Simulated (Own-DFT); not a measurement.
# Computed records: Hf$_{36}$O$_{71}$ (tetragonal hafnia with one neutral oxygen vacancy, atoms displaced)

A calculation, not a measurement: plane-wave PBE and HSE06 DFT by an unreviewed code, no spin, of a simulated cell at Gamma alone, so results move with cell size and shape, stress positive in tension, energies less offsets, not probed for a lower state with spin; hafnium file: forces about 75 meV/angstrom off all-electron values; oxygen file: force components 24 meV/angstrom off all-electron in a glass; k mesh not checked against a denser one; forces and stress are PBE's, HSE06 gives the energy alone, and its difference from PBE has offsets of its own; offsets are fitted by least squares, one for each functional and potential file, so energies compare only between cells with the same atoms and settings and are not formation energies; the far tail of each file's local potential was reset to the Coulomb form; each entry is a single point on an unrelaxed cell, so the pressure reflects the starting lattice, taken from the Materials Project, from which strain is counted, and rises with the displacements; printed positions are rounded, which can move forces by about a meV/angstrom; the program is a retired in-house code; no spin-orbit coupling. Program: Own-DFT development build.

Settings shared by all entries: first functional PBE; second functional HSE06; exact exchange share 0.25; screening 0.11 1/bohr; exchange divergence Gygi-Baldereschi; potential files PseudoDojo norm-conserving, scalar-relativistic, made for PBE, standard set; wave cutoff 48 hartree; occupations fixed; k mesh 1 x 1 x 1 centred on Gamma.

(1) Hf$_{36}$O$_{71}$ (tetragonal hafnia with one neutral oxygen vacancy, atoms displaced)

```
Hf36O71
1.0
     10.7800     0.0000     0.0000
      0.0000    10.7800     0.0000
      0.0000     0.0000    10.4493
Hf O Hf O Hf O Hf O Hf O Hf O Hf O Hf O Hf O Hf O Hf O Hf O Hf O Hf O Hf O Hf O Hf O Hf O
2 4 2 4 2 4 2 4 2 4 2 4 2 4 2 4 2 4 2 4 2 4 2 4 2 4 2 4 2 3 2 4 2 4 2 4
Direct
  0.00153 0.00199 0.99945
  0.16034 0.16840 0.24358
  0.00317 0.16085 0.15593
  0.15990 0.00686 0.35264
  0.99437 0.16829 0.39854
  0.16471 0.99932 0.09788
  0.99772 0.00781 0.50087
  0.17292 0.16546 0.74315
  0.99806 0.17219 0.65796
  0.16468 0.99791 0.86094
  0.00403 0.16535 0.89848
  0.16558 0.01037 0.60703
  0.00026 0.32827 0.99715
  0.17176 0.49684 0.25024
  0.99989 0.49563 0.15993
  0.16466 0.32629 0.34389
  0.99952 0.49262 0.40474
  0.16314 0.33750 0.09101
  0.99271 0.32833 0.49312
  0.15981 0.50278 0.74743
  0.99900 0.50037 0.64687
  0.15825 0.33488 0.84768
  0.99748 0.50352 0.91292
  0.16763 0.33194 0.59976
  0.00336 0.66899 0.99567
  0.16479 0.83030 0.25422
  0.99982 0.83532 0.15784
  0.16681 0.67743 0.34970
  0.00045 0.83816 0.40310
  0.15773 0.66288 0.09248
  0.99867 0.66298 0.49907
  0.17256 0.84136 0.74500
  0.99839 0.83195 0.64595
  0.17327 0.67142 0.83884
  0.99610 0.83363 0.90257
  0.16821 0.66564 0.59548
  0.33506 0.99581 0.99759
  0.49974 0.16256 0.24626
  0.33576 0.16541 0.14284
  0.49801 0.99612 0.35167
  0.33654 0.16284 0.40427
  0.49507 0.99278 0.09741
  0.34470 0.99609 0.49986
  0.48824 0.17058 0.74771
  0.32704 0.17727 0.65074
  0.49378 0.00707 0.85391
  0.33122 0.17290 0.90453
  0.49955 0.00727 0.59715
  0.32398 0.33171 0.00772
  0.49947 0.49742 0.25148
  0.33796 0.50014 0.14909
  0.50521 0.32422 0.35562
  0.33467 0.50250 0.39648
  0.49365 0.32978 0.09193
  0.33327 0.32960 0.49260
  0.50006 0.50043 0.75542
  0.33345 0.49564 0.65070
  0.50221 0.32837 0.85136
  0.32949 0.50403 0.90689
  0.50242 0.33147 0.60223
  0.33148 0.66645 0.99315
  0.49914 0.83210 0.25295
  0.33481 0.83096 0.15779
  0.50737 0.66947 0.35167
  0.33373 0.82947 0.40790
  0.50597 0.66549 0.09014
  0.33442 0.66667 0.50256
  0.48720 0.83235 0.74186
  0.33183 0.83422 0.64882
  0.49509 0.66655 0.84605
  0.33829 0.83192 0.89967
  0.50103 0.66555 0.59979
  0.65683 0.00608 0.99479
  0.83721 0.17215 0.24269
  0.66165 0.16444 0.15873
  0.83427 0.00062 0.34634
  0.67069 0.16539 0.40580
  0.83297 0.99682 0.09312
  0.67355 0.99677 0.49998
  0.83350 0.16354 0.74969
  0.66726 0.16526 0.65708
  0.82799 0.00099 0.84574
  0.66404 0.17052 0.90534
  0.83315 0.00208 0.60148
  0.66550 0.33678 0.99985
  0.84147 0.49272 0.25304
  0.67283 0.50119 0.15840
  0.83454 0.33237 0.34726
  0.83731 0.33203 0.10300
  0.67217 0.32840 0.50063
  0.83123 0.51123 0.75222
  0.66986 0.49445 0.64852
  0.83700 0.33731 0.84609
  0.66901 0.50106 0.90354
  0.83480 0.32359 0.58975
  0.66575 0.66776 0.00344
  0.83706 0.83763 0.24488
  0.66878 0.82826 0.15219
  0.82220 0.66519 0.35772
  0.67085 0.83224 0.40648
  0.83368 0.66996 0.10192
  0.65810 0.66750 0.50294
  0.84333 0.83606 0.75892
  0.66704 0.82674 0.65895
  0.82955 0.66674 0.85456
  0.66606 0.83639 0.90476
  0.83143 0.66111 0.59412
```

| Item | Value |
| --- | --- |
| PBE energy of cell above offsets | -97.887 eV |
| HSE06 less PBE above offsets | 0.033 eV |
| PBE pressure | 2.08 GPa |
| PBE stress xx | -2.54 GPa |
| PBE stress yy | -1.14 GPa |
| PBE stress zz | -2.58 GPa |
| PBE stress yz | -0.42 GPa |
| PBE stress xz | -0.03 GPa |
| PBE stress xy | 0.01 GPa |

Force:
```tsv
element	x (eV/Å)	y (eV/Å)	z (eV/Å)
Hf	-0.053	-0.297	0.205
Hf	2.411	-2.11	1.079
O	-1.02	0.45	-1.677
O	0.439	-0.532	-0.534
O	-0.031	-0.271	-0.341
O	0.605	0.031	0.232
Hf	0.423	-1.336	-0.424
Hf	-2.427	0.961	1.662
O	0.594	-0.57	-0.997
O	0.63	-0.27	-1.666
O	-0.586	-0.304	1.003
O	0.648	-0.911	-0.401
Hf	-0.754	0.978	-1.412
Hf	-0.66	0.889	-0.058
O	1.388	-0.044	-0.233
O	0.63	1.178	-0.078
O	0.519	1.253	-0.665
O	-0.526	-0.257	1.971
Hf	1.206	0.439	2.064
Hf	1.064	-1.196	-0.377
O	-0.317	0.295	0.98
O	0.229	0.338	-0.216
O	0.41	-0.392	-1.134
O	-0.479	0.089	-1.147
Hf	-2.273	0.019	1.178
Hf	-0.529	2.427	-0.384
O	1.003	-0.037	-0.924
O	-0.071	-3.081	0.003
O	-0.045	-0.524	0.323
O	2.166	0.122	0.759
Hf	-1.175	0.799	-0.112
Hf	-2.375	-0.191	0.623
O	1.011	0.114	1.024
O	-0.456	0.37	0.462
O	0.023	0.358	-0.514
O	0.047	0.044	-0.051
Hf	-0.828	1.255	0.431
Hf	-0.701	0.328	1.035
O	-1.023	0.203	1.125
O	-0.128	0.224	-0.279
O	0.027	-0.106	-0.29
O	0.632	0.286	0.596
Hf	-1.834	1.006	-1.243
Hf	2.093	0.779	0.269
O	1.749	-0.618	-0.749
O	-0.206	-0.875	-0.994
O	-0.425	-1.135	-0.954
O	0.264	-0.659	0.733
Hf	1.865	0.397	-2.076
Hf	1.566	-0.123	0.467
O	-1.28	0.08	0.547
O	-0.408	1.04	-1.451
O	-0.404	-0.33	-0.051
O	1.276	0.454	1.152
Hf	0.606	0.483	1.686
Hf	-0.021	-1.421	-0.975
O	-0.007	0.538	0.494
O	-0.047	1.511	-0.356
O	0.147	-1.178	-0.584
O	-0.627	-0.209	-0.574
Hf	0.524	-0.246	1.055
Hf	1.394	-0.085	-0.793
O	-0.715	-0.313	-0.459
O	-0.262	-0.88	-0.453
O	0.234	0.755	-0.28
O	-2.183	-0.22	1.032
Hf	-0.355	-1.44	-0.221
Hf	4.187	0.011	2.328
O	-0.513	0.298	-0.915
O	-0.06	0.373	-0.344
O	-0.228	0.378	-0.6
O	-1.78	0.364	0.75
Hf	1.057	-1.398	0.33
Hf	-1.557	-1.41	1.204
O	1.016	0.023	-0.835
O	-0.06	0.667	0.04
O	0.083	-0.819	-0.243
O	-0.296	0.605	0.044
Hf	-0.011	0.45	0.016
Hf	-0.643	1.245	0.025
O	-0.581	-0.13	0.176
O	0.47	0.136	0.434
O	0.55	0.097	0.245
O	0.483	-0.073	-0.208
Hf	-0.282	-0.175	-0.136
Hf	-1.341	2.672	0.32
O	-1.081	-0.714	0.296
O	-0.343	-0.427	0.23
O	-0.53	-0.718	-0.458
Hf	-1.742	0.839	0.321
Hf	-0.086	-1.08	-0.747
O	-0.543	0.346	0.711
O	-0.055	-0.283	0.054
O	-0.477	-0.124	-0.216
O	0.049	0.163	0.606
Hf	1.709	1.272	0.026
Hf	-1.252	-1.33	1.014
O	-0.912	0.459	0.672
O	0.934	-0.615	-1.314
O	-0.591	0.834	0.042
O	0.954	-0.186	-0.544
Hf	2.684	-0.717	-1.038
Hf	-1.89	-0.491	-0.955
O	-0.492	0.535	-0.054
O	0.394	0.628	-0.599
O	-0.268	-0.036	0.2
O	0.442	-0.011	1.066
```

(2) Hf$_{36}$O$_{71}$ (tetragonal hafnia with one neutral oxygen vacancy, atoms displaced)

```
Hf36O71
1.0
     10.7800     0.0000     0.0000
      0.0000    10.7800     0.0000
      0.0000     0.0000    10.4493
Hf O Hf O Hf O Hf O Hf O Hf O Hf O Hf O Hf O Hf O Hf O Hf O Hf O Hf O Hf O Hf O Hf O Hf O
2 3 2 4 2 4 2 4 2 4 2 4 2 4 2 4 2 4 2 4 2 4 2 4 2 4 2 4 2 4 2 4 2 4 2 4
Direct
  0.99819 0.00047 0.00205
  0.16900 0.17116 0.24541
  0.16949 0.99853 0.34787
  0.99860 0.16424 0.40303
  0.16596 0.99986 0.09599
  0.99392 0.99552 0.50114
  0.16278 0.16666 0.75251
  0.99854 0.17097 0.65671
  0.16996 0.00009 0.84230
  0.00102 0.17071 0.90404
  0.16484 0.00319 0.59881
  0.00749 0.33069 0.00352
  0.17079 0.50314 0.24881
  0.00113 0.50216 0.14864
  0.16712 0.33814 0.34450
  0.00535 0.49947 0.40109
  0.16982 0.33300 0.09617
  0.00183 0.33217 0.49963
  0.16271 0.49843 0.75237
  0.99517 0.50006 0.64924
  0.16672 0.33246 0.84478
  0.99902 0.50054 0.90357
  0.16724 0.33358 0.59709
  0.00335 0.67045 0.00201
  0.16208 0.83668 0.24840
  0.99924 0.83030 0.14885
  0.16934 0.66508 0.34838
  0.99968 0.83320 0.40841
  0.16322 0.66431 0.09889
  0.00090 0.66672 0.50144
  0.16280 0.83391 0.74621
  0.99944 0.83314 0.65415
  0.16606 0.66304 0.85000
  0.99834 0.83318 0.89884
  0.16495 0.66455 0.59816
  0.33552 0.99835 0.99383
  0.49606 0.16549 0.25074
  0.33222 0.16778 0.15086
  0.50281 0.99794 0.34410
  0.33386 0.16422 0.39911
  0.49563 0.99966 0.10023
  0.33258 0.99812 0.49837
  0.49794 0.16114 0.74941
  0.32890 0.16448 0.65010
  0.50002 0.00549 0.84832
  0.33519 0.17396 0.90413
  0.50081 0.00184 0.59893
  0.33448 0.33432 0.99798
  0.50429 0.49699 0.24924
  0.33669 0.49673 0.14867
  0.49994 0.33717 0.34428
  0.33751 0.49774 0.39755
  0.49791 0.32934 0.09938
  0.33620 0.32879 0.49759
  0.49985 0.49960 0.74620
  0.33123 0.49903 0.64909
  0.50213 0.33543 0.84924
  0.33318 0.50435 0.90217
  0.50276 0.33304 0.59975
  0.33860 0.66607 0.99393
  0.49676 0.83230 0.24659
  0.33666 0.83588 0.15426
  0.49852 0.67178 0.34652
  0.33792 0.83065 0.40560
  0.50147 0.67025 0.09389
  0.33151 0.66604 0.50075
  0.49902 0.83938 0.74594
  0.33704 0.83695 0.65437
  0.50383 0.66973 0.84760
  0.33345 0.82992 0.90090
  0.50020 0.66508 0.60053
  0.66676 0.99901 0.99879
  0.83330 0.16591 0.25135
  0.66314 0.16258 0.15413
  0.83686 0.99520 0.35193
  0.66834 0.16677 0.40318
  0.84070 0.00186 0.09737
  0.66824 0.99494 0.50082
  0.83750 0.16340 0.74517
  0.66326 0.17009 0.64881
  0.83411 0.99828 0.84343
  0.66198 0.16663 0.90443
  0.83485 0.99715 0.59515
  0.66618 0.32979 0.99604
  0.83571 0.49535 0.25406
  0.66473 0.49929 0.15260
  0.83301 0.33371 0.34950
  0.66766 0.50263 0.40129
  0.83130 0.33294 0.09834
  0.66107 0.33186 0.50188
  0.83440 0.49747 0.75397
  0.66327 0.50020 0.65981
  0.83183 0.33668 0.85032
  0.66600 0.50249 0.89979
  0.83045 0.32977 0.59606
  0.66865 0.66372 0.99961
  0.83455 0.83032 0.24776
  0.66639 0.82977 0.15322
  0.83066 0.66246 0.34587
  0.67229 0.83525 0.40043
  0.83579 0.66892 0.09803
  0.66817 0.66946 0.50184
  0.83200 0.83284 0.75237
  0.66507 0.83623 0.66007
  0.83090 0.66468 0.84572
  0.66798 0.83347 0.90353
  0.83725 0.66032 0.59623
```

| Quantity | Value |
| --- | --- |
| PBE energy of cell above offsets | -100.780 eV |
| HSE06 less PBE above offsets | -0.134 eV |
| PBE pressure | 1.02 GPa |
| PBE stress xx | -0.82 GPa |
| PBE stress yy | -0.6 GPa |
| PBE stress zz | -1.65 GPa |
| PBE stress yz | -0.17 GPa |
| PBE stress xz | -0.01 GPa |
| PBE stress xy | -0.04 GPa |

Force:
```tsv
element	x (eV/Å)	y (eV/Å)	z (eV/Å)
Hf	0.939	-0.016	-0.742
Hf	-0.64	-0.348	0.534
O	-0.01	0.311	-0.415
O	0.099	0.132	-0.206
O	-0.095	0.163	-0.148
Hf	1.441	0.736	-0.669
Hf	0.905	0.052	-0.755
O	0.301	-0.273	-0.559
O	0.017	-0.109	0.634
O	-0.063	-1.247	0.279
O	-0.231	-0.485	-0.438
Hf	-1.683	1.489	0.019
Hf	-0.202	0.279	-0.37
O	-0.019	-0.454	0.706
O	0.083	-1.304	0.094
O	-0.417	0.092	0.142
O	-0.238	-0.577	0.323
Hf	-0.455	0.531	-0.062
Hf	0.117	0.354	-0.647
O	0.956	-0.361	0.371
O	-0.096	0.274	0.588
O	0.25	-0.179	-0.213
O	-0.029	-0.198	-0.335
Hf	-0.445	-1.211	-0.314
Hf	1.195	-0.596	0.114
O	0.306	0.429	0.309
O	-0.036	0.987	-0.016
O	0.223	-0.466	-1.03
O	1.397	0.416	0.008
Hf	-0.09	-1.14	-0.314
Hf	0.704	-0.507	0.621
O	-0.35	0.064	-0.374
O	-0.124	0.973	-0.552
O	0.231	0.45	0.194
O	0.249	0.508	0.255
Hf	-0.292	0.214	0.807
Hf	0.548	0.03	-0.421
O	-0.149	-0.149	0.047
O	-0.124	0.212	0.698
O	0.23	0.25	0.079
O	0.683	0.054	-1.046
Hf	-0.43	-0.063	0.139
Hf	0.061	2.15	-0.459
O	0.66	0.121	0.256
O	-0.254	-1.371	0.555
O	-0.166	-1.716	-0.569
O	-0.055	-0.146	-0.115
Hf	1.006	1.006	0.382
Hf	-0.762	1.28	-0.06
O	-0.165	0.317	0.179
O	0.12	-1.408	0.914
O	-0.219	0.283	0.706
O	0.501	0.033	-0.303
Hf	-0.5	1.101	0.367
Hf	-0.414	0.52	0.889
O	-0.05	-0.009	0.282
O	-0.188	-0.445	-0.39
O	-0.045	-1.014	-0.498
O	-1.366	0.004	-0.245
Hf	-0.31	-0.179	0.961
Hf	0.636	-0.169	0.316
O	-1.821	-0.035	-0.42
O	0.321	-0.954	0.11
O	-0.399	0.604	0.071
O	-0.181	-0.127	0.167
Hf	0.643	-0.962	-0.443
Hf	-0.119	-1.442	1.208
O	-1.246	-0.048	-0.476
O	-0.408	0.028	-0.398
O	0.035	1.085	-0.106
O	0.022	0.362	-0.572
Hf	-0.387	0.092	0.881
Hf	-0.064	0.293	0.08
O	0.761	-0.194	0.056
O	-0.054	0.642	-0.774
O	-0.079	-0.448	0.065
O	-1.279	0.369	0.304
Hf	-0.476	1.122	-0.789
Hf	-1.666	1.63	0.553
O	0.692	-0.625	0.783
O	-0.049	0.697	0.487
O	0.399	-0.859	-0.412
O	-0.725	0.307	0.994
Hf	-0.191	1.129	0.396
Hf	-0.026	0.319	-1.011
O	0.873	0.084	-0.215
O	0.228	-0.58	-0.209
O	-0.281	-0.211	0.684
O	0.718	-0.708	0.108
Hf	1.302	0.179	-0.321
Hf	-0.474	0.214	-0.285
O	1	-0.012	-1.1
O	-0.105	-1.583	-0.349
O	0.005	-0.728	0.718
O	0.359	0.016	0.032
Hf	-0.052	0.08	-0.007
Hf	-1.014	-0.659	0.307
O	0.577	0.729	-0.085
O	0.422	0.861	0.154
O	-0.009	-0.57	0.812
O	-0.237	0.09	-0.19
Hf	-0.198	-0.876	-0.538
Hf	0.269	-1.042	0.412
O	0.61	-0.015	-1.355
O	0.051	0.654	0.051
O	0.144	0.579	0.132
O	-1.043	0.846	-0.019
```
